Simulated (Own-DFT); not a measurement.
Hf36O71 (tetragonal hafnia with one neutral oxygen vacancy, atoms displaced) (calculated)

All values are calculated (Own-DFT development build). A calculation, not a measurement: plane-wave PBE and HSE06 DFT by an unreviewed code, no spin, of a simulated cell at Gamma alone, so results move with cell size and shape, stress positive in tension, energies less offsets, not probed for a lower state with spin; hafnium file: forces about 75 meV/angstrom off all-electron values; oxygen file: force components 24 meV/angstrom off all-electron in a glass; k mesh not checked against a denser one; forces and stress are PBE's, HSE06 gives the energy alone, and its difference from PBE has offsets of its own; offsets are fitted by least squares, one for each functional and potential file, so energies compare only between cells with the same atoms and settings and are not formation energies; the far tail of each file's local potential was reset to the Coulomb form; each entry is a single point on an unrelaxed cell, so the pressure reflects the starting lattice, taken from the Materials Project, from which strain is counted, and rises with the displacements; printed positions are rounded, which can move forces by about a meV/angstrom; the program is a retired in-house code; no spin-orbit coupling.

### Hf36O71 (tetragonal hafnia with one neutral oxygen vacancy, atoms displaced)

```cif
# cell vector a (Å): 10.7800 0.0000 0.0000
# cell vector b (Å): 0.0000 10.7800 0.0000
# cell vector c (Å): 0.0000 0.0000 10.4493
data_Hf36O71
_symmetry_space_group_name_H-M 'P 1'
_symmetry_Int_Tables_number 1
_cell_length_a 10.7800
_cell_length_b 10.7800
_cell_length_c 10.4493
_cell_angle_alpha 90.000
_cell_angle_beta 90.000
_cell_angle_gamma 90.000
_cell_volume 1214.30
loop_
_atom_site_label
_atom_site_type_symbol
_atom_site_fract_x
_atom_site_fract_y
_atom_site_fract_z
_atom_site_occupancy
Hf1 Hf 0.99687 0.01131 0.98348 1
Hf2 Hf 0.15404 0.17009 0.25145 1
O1 O 0.98985 0.16279 0.15827 1
O2 O 0.15659 0.00271 0.34475 1
O3 O 0.00985 0.16449 0.40353 1
O4 O 0.17453 0.01018 0.10448 1
Hf3 Hf 0.01921 0.01638 0.49843 1
Hf4 Hf 0.16580 0.16355 0.74772 1
O5 O 0.98830 0.15518 0.65163 1
O6 O 0.17984 0.00190 0.84744 1
O7 O 0.01314 0.15694 0.90319 1
O8 O 0.16079 0.01031 0.60262 1
Hf5 Hf 0.00673 0.32533 0.00141 1
Hf6 Hf 0.17443 0.50862 0.23596 1
O9 O 0.00724 0.50394 0.14647 1
O10 O 0.16379 0.32806 0.35024 1
O11 O 0.00123 0.49667 0.40814 1
O12 O 0.17187 0.32863 0.09135 1
Hf7 Hf 0.99953 0.34383 0.50000 1
Hf8 Hf 0.16788 0.49674 0.74457 1
O13 O 0.00106 0.50636 0.66044 1
O14 O 0.17164 0.32005 0.85107 1
O15 O 0.99160 0.50441 0.90370 1
O16 O 0.17873 0.33127 0.60016 1
Hf9 Hf 0.00602 0.66215 0.00853 1
Hf10 Hf 0.15635 0.83135 0.25227 1
O17 O 0.98387 0.82983 0.14629 1
O18 O 0.17395 0.66685 0.35251 1
O19 O 0.98182 0.84145 0.42086 1
O20 O 0.17304 0.66499 0.09926 1
Hf11 Hf 0.00319 0.66883 0.50605 1
Hf12 Hf 0.17256 0.82412 0.74289 1
O21 O 0.01035 0.82819 0.64968 1
O22 O 0.16863 0.66148 0.83992 1
O23 O 0.99801 0.81888 0.91101 1
O24 O 0.16635 0.66233 0.59060 1
Hf13 Hf 0.32557 0.00196 0.00585 1
Hf14 Hf 0.50675 0.17033 0.25283 1
O25 O 0.32742 0.16442 0.15589 1
O26 O 0.50062 0.00599 0.34960 1
O27 O 0.36107 0.18272 0.40134 1
O28 O 0.49829 0.99904 0.08905 1
Hf15 Hf 0.31823 0.99368 0.48147 1
Hf16 Hf 0.49422 0.17098 0.75704 1
O29 O 0.34814 0.16435 0.64928 1
O30 O 0.50977 0.99883 0.86234 1
O31 O 0.33316 0.16743 0.89050 1
O32 O 0.49383 0.99670 0.59176 1
Hf17 Hf 0.33864 0.34883 0.99876 1
Hf18 Hf 0.49201 0.50517 0.25215 1
O33 O 0.32314 0.49056 0.14584 1
O34 O 0.49537 0.32407 0.36055 1
O35 O 0.32818 0.50543 0.40272 1
O36 O 0.49755 0.34311 0.10131 1
Hf19 Hf 0.34215 0.32798 0.50237 1
Hf20 Hf 0.49922 0.48764 0.75229 1
O37 O 0.35212 0.50834 0.64355 1
O38 O 0.50506 0.34526 0.85107 1
O39 O 0.34538 0.49889 0.91695 1
O40 O 0.48895 0.33708 0.57672 1
Hf21 Hf 0.33236 0.68990 0.00914 1
Hf22 Hf 0.50774 0.82623 0.26232 1
O41 O 0.33326 0.83148 0.14690 1
O42 O 0.50009 0.67528 0.35689 1
O43 O 0.51143 0.66096 0.11077 1
Hf23 Hf 0.33871 0.67173 0.50202 1
Hf24 Hf 0.50186 0.82330 0.74800 1
O44 O 0.33354 0.83848 0.65977 1
O45 O 0.50055 0.67363 0.84411 1
O46 O 0.32907 0.84918 0.90944 1
O47 O 0.49834 0.66269 0.59363 1
Hf25 Hf 0.68160 0.98839 0.99376 1
Hf26 Hf 0.83449 0.15724 0.24536 1
O48 O 0.66140 0.18076 0.14928 1
O49 O 0.83005 0.01213 0.35504 1
O50 O 0.66082 0.16990 0.40753 1
O51 O 0.83207 0.98465 0.10472 1
Hf27 Hf 0.65662 0.00670 0.51238 1
Hf28 Hf 0.82287 0.15993 0.73940 1
O52 O 0.66378 0.16201 0.65017 1
O53 O 0.82749 0.00635 0.84001 1
O54 O 0.67225 0.17871 0.90163 1
O55 O 0.84306 0.99911 0.59730 1
Hf29 Hf 0.66480 0.34064 0.00234 1
Hf30 Hf 0.83825 0.49302 0.24143 1
O56 O 0.66936 0.50347 0.13795 1
O57 O 0.82942 0.32824 0.34245 1
O58 O 0.67625 0.50650 0.39996 1
O59 O 0.84112 0.31959 0.10125 1
Hf31 Hf 0.65341 0.34377 0.51080 1
Hf32 Hf 0.84130 0.49965 0.76507 1
O60 O 0.67104 0.49364 0.65073 1
O61 O 0.82544 0.32249 0.85518 1
O62 O 0.66362 0.49184 0.90182 1
O63 O 0.82552 0.33282 0.60742 1
Hf33 Hf 0.67467 0.66927 0.00380 1
Hf34 Hf 0.83300 0.83815 0.25476 1
O64 O 0.66126 0.82940 0.16126 1
O65 O 0.84339 0.66265 0.35248 1
O66 O 0.66799 0.83439 0.40578 1
O67 O 0.81125 0.65401 0.08699 1
Hf35 Hf 0.66313 0.66881 0.50452 1
Hf36 Hf 0.83977 0.83451 0.75397 1
O68 O 0.66854 0.82673 0.65551 1
O69 O 0.83473 0.66865 0.84134 1
O70 O 0.65787 0.84024 0.91789 1
O71 O 0.82571 0.66827 0.61488 1
```

```
first functional                 : PBE
second functional                : HSE06
exact exchange share             : 0.25
screening                        : 0.11 1/bohr
exchange divergence              : Gygi-Baldereschi
potential files                  : PseudoDojo norm-conserving, scalar-relativistic, made for PBE, standard set
wave cutoff                      : 48 hartree
occupations                      : fixed
k mesh                           : 1 x 1 x 1 centred on Gamma
PBE energy of cell above offsets : -83.604 eV
HSE06 less PBE above offsets     : 0.735 eV
PBE pressure                     : 6.44 GPa
PBE stress xx                    : -6.82 GPa
PBE stress yy                    : -6.12 GPa
PBE stress zz                    : -6.39 GPa
PBE stress yz                    : 2.2 GPa
PBE stress xz                    : -0.69 GPa
PBE stress xy                    : -0.28 GPa
```

Force:
```
element  x (eV/Å)  y (eV/Å)  z (eV/Å)
     Hf     0.941    -5.578     3.913
     Hf     2.581     0.983    -1.415
      O     2.839    -0.404    -2.506
      O     1.596    -1.264     0.963
      O    -0.314      3.08    -0.899
      O     -4.21    -1.284     0.099
     Hf    -6.117    -2.455     0.866
     Hf     1.548    -0.066    -0.336
      O     2.571     1.378      0.47
      O    -2.023    -1.224    -0.456
      O    -0.115     4.082    -1.739
      O     3.985    -0.527     0.232
     Hf    -1.369     0.888    -0.389
     Hf    -1.604    -1.946     3.998
      O    -0.626     0.116     0.174
      O    -0.232     1.526    -0.756
      O     0.095     1.321    -0.563
      O    -1.715     0.204     0.759
     Hf    -0.518    -2.153     0.406
     Hf     1.172    -1.081    -0.157
      O     0.748    -0.716    -0.815
      O    -1.044     3.168    -0.625
      O     0.861    -1.481     0.309
      O    -2.409     0.514     0.811
     Hf    -1.983     0.311    -0.877
     Hf     0.608     0.293     -0.55
      O     2.772    -1.373     1.275
      O    -0.769     1.264    -1.353
      O     1.334    -0.734    -2.072
      O    -1.202     0.441     0.491
     Hf    -3.259     0.641    -0.618
     Hf    -1.161     1.221     1.694
      O     -0.58    -0.321     1.467
      O     0.571    -0.109     1.046
      O     0.128     2.714    -1.227
      O     1.779     -0.08      1.27
     Hf     3.597     3.666     0.113
     Hf    -1.365    -0.885    -0.942
      O     0.658     0.373      0.75
      O    -0.748    -2.432    -0.101
      O    -3.162    -5.145     0.169
      O      0.89    -0.092     1.174
     Hf     3.472     2.119     1.383
     Hf     0.775     -3.06     2.262
      O     -2.59     0.428    -0.433
      O     -0.17     0.463    -3.426
      O     0.811     0.624     0.805
      O    -1.185    -0.732       0.4
     Hf    -0.178    -5.493      1.26
     Hf     1.478    -1.684    -0.338
      O     2.779     0.921     0.522
      O     1.689     4.689    -2.407
      O      0.89      0.03     -1.05
      O    -0.173     0.373     0.479
     Hf    -5.981     1.005    -3.397
     Hf     1.922     4.618    -0.637
      O     -3.47    -0.221     1.377
      O    -0.788    -3.991     0.444
      O    -0.636     4.128    -2.867
      O     5.221     0.618      6.89
     Hf     3.008    -0.733    -1.478
     Hf    -0.095     3.977     -2.04
      O    -0.765    -0.701     2.056
      O    -1.143    -2.314      0.63
      O     -2.86     0.077    -0.206
     Hf    -0.891    -1.039     -0.72
     Hf     0.838     3.598      0.37
      O    -0.042    -0.645    -1.941
      O    -0.617    -2.046     0.946
      O    -0.138    -4.032    -1.439
      O     0.764     1.287     0.721
     Hf    -4.557     6.147     2.065
     Hf     -4.19     2.209     1.397
      O     1.619    -0.765     0.517
      O     0.067    -2.138     -0.92
      O    -0.102    -0.067     0.412
      O      1.19      1.31    -0.719
     Hf     1.767     0.257    -1.918
     Hf    -0.331     2.846    -0.175
      O    -1.739     0.143    -0.175
      O     0.986     -2.05     2.554
      O    -0.739    -1.989     -0.09
      O    -1.551    -0.648     0.372
     Hf     1.211    -2.337     0.927
     Hf    -1.932     -0.32     1.557
      O    -0.181    -1.458     2.485
      O     1.092     0.584     0.354
      O    -1.318    -0.476    -0.216
      O     0.395     1.859    -0.841
     Hf     3.893    -0.738    -2.991
     Hf    -2.238    -1.481    -1.185
      O    -1.661     0.032     0.635
      O     2.303     1.479    -0.554
      O     0.754     3.123    -1.128
      O     1.636       0.1    -1.034
     Hf    -7.095    -1.076    -3.812
     Hf    -1.301      0.45     2.554
      O      1.71     0.079    -0.351
      O     0.208     0.245    -1.436
      O    -0.241    -0.026     0.101
      O     9.714     0.127     3.988
     Hf     2.247    -0.025     0.195
     Hf      0.32    -0.978    -2.758
      O    -0.268     0.668     0.838
      O    -0.789     0.358      1.92
      O     0.994    -4.417    -2.939
      O     1.463    -0.119    -1.852
```
